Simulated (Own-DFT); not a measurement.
# Response to strain: wurtzite GaN, 72 atoms (Ga36N36)

Calculated results; nothing here was measured. The program, named Own-DFT, is a retired in-house plane-wave density functional code that no person has reviewed. Each row is one single-point run on a periodic cell that was not relaxed, without spin or spin-orbit coupling.

Settings of every run: PBE; PseudoDojo norm-conserving scalar-relativistic files; cutoff 42 hartree; 4 x 4 x 3 k mesh centred on Gamma; Fermi-Dirac smearing of 0.1 eV.

Known limits: forces not confirmed at this smearing and k mesh; stress not checked against mesh or cutoff.

Unstrained cell vectors in Å: (9.567, 0.000, 0.000); (-4.783, 8.285, 0.000); (0.000, 0.000, 10.370). The unstrained cell has measured lattice constants (interpolated for alloys), not those of this functional. That, the random moves and any unrelaxed bonds set the pressure at no strain. Each run strains this cell uniformly, with the atoms carried along. Every atom was also moved at random, by a Gaussian of width 0.05 Å on each axis. Strain is the symmetric tensor, in per cent. Stress is positive in tension, and the pressure is minus a third of its trace.

```
run  e_xx (%)  e_yy (%)  e_zz (%)  e_yz (%)  e_xz (%)  e_xy (%)  s_xx (GPa)  s_yy (GPa)  s_zz (GPa)  s_yz (GPa)  s_xz (GPa)  s_xy (GPa)  P (GPa)  E (meV/atom)
  1      0.84     -1.15      1.10      1.00      0.07      1.64       -6.40      -11.17       -3.14        1.93       -0.93        7.13     6.91          33.6
  2     -1.88     -1.84     -1.26      1.78      1.80      0.18      -18.89      -19.97      -17.87        4.19        4.65        1.19    18.91          67.5
  3      1.25      1.53     -0.64      0.82     -1.11     -0.81       -1.94       -2.35       -7.72        1.79       -2.66       -1.30     4.00          25.3
  4     -1.10      1.95     -0.74      1.25      0.01     -2.00      -11.03       -1.16      -12.57        1.82       -0.94       -6.41     8.25          44.0
  5      1.21      0.89      1.27      1.63      1.67      1.91       -0.76       -1.85       -0.57        2.77        3.40        4.98     1.06           5.5
  6      1.35     -1.94      1.88     -1.33     -0.96     -1.64       -0.96      -13.47       -2.17       -2.10       -1.74       -4.22     5.53          32.7
  7      1.70     -1.78      1.30      1.33     -0.25     -1.79       -3.45      -14.29       -2.02        3.76       -0.42       -5.92     6.59          48.1
  8      1.05      1.97     -1.12     -1.09      1.73      0.37       -2.17        2.29      -13.08       -1.83        3.57       -0.47     4.32          22.0
  9     -1.53     -0.01      0.63     -0.55     -0.08     -0.34      -14.30       -7.50       -5.95       -1.47       -0.53       -1.22     9.25          20.7
 10     -2.00      1.93      1.28      1.09     -1.29      1.03      -12.82       -1.47       -2.36        1.70       -2.31        3.44     5.55          32.3
 11      0.48     -0.62     -0.82      0.27      0.97     -1.26       -6.42       -9.83      -11.19        0.14        1.77       -2.90     9.15          11.4
 12     -0.12      0.48      1.23      0.07     -1.38      0.70       -7.34       -3.52       -1.83        0.04       -2.77        1.44     4.23           0.0
 13     -1.51      1.06     -1.86      0.08      0.56      1.77      -15.44       -6.06      -18.25        0.23        1.27        6.61    13.25          53.4
 14      0.02     -1.35     -1.43      1.80      0.65     -1.90       -8.73      -14.80      -17.27        4.80        1.01       -4.43    13.60          39.5
 15      0.30      1.58      1.73      1.92     -0.21      1.88       -3.01       -0.28       -0.01        2.93        0.53        5.50     1.10          18.5
 16     -0.53      1.74     -1.95      1.63     -1.21     -0.93           ?           ?           ?           ?           ?           ?        ?             ?
```

E is the free energy for each atom above the lowest run shown.

## Worked fit

Each stress component was fitted by least squares to a constant and the strains of the runs shown, as fractions, with shears doubled. Shear strains stay in the fit of a normal stress only where such slopes are resolved. The slopes, in GPa:

```
stress,at no strain,per e_xx,per e_yy,per e_zz,scatter
s_xx,-7.9,420 ± 26,104 ± 21,75 ± 25,1.16
s_yy,-7.9,97 ± 27,438 ± 22,73 ± 26,1.19
s_zz,-8.7,80 ± 28,79 ± 22,477 ± 27,1.24
```

Each shear stress against twice its own strain: yz 100 ± 6, xz 107 ± 12, xy 170 ± 10 GPa. These are stiffnesses along x, y and z of the frame in which the cell vectors are given, which need not be the crystal's axes. The atoms are held to the strained lattice; where symmetry lets them move under strain, relaxing them would lower some slopes. The table should be nearly symmetric about its diagonal, and what it lacks of that shows the noise. A ninth of its sum, 205 ± 6 GPa, estimates the bulk modulus near the mean pressure of these runs, 7.4 GPa, so it lies above the value at zero pressure.

## Withheld run

Question: what normal stresses and pressure should run 16 give?

The fit gives s_xx = -9.8, s_yy = -2.3, s_zz = -17.0 and P = 9.7 GPa. The calculation gave -10.57, -0.97, -18.01 and P = 9.85 GPa.
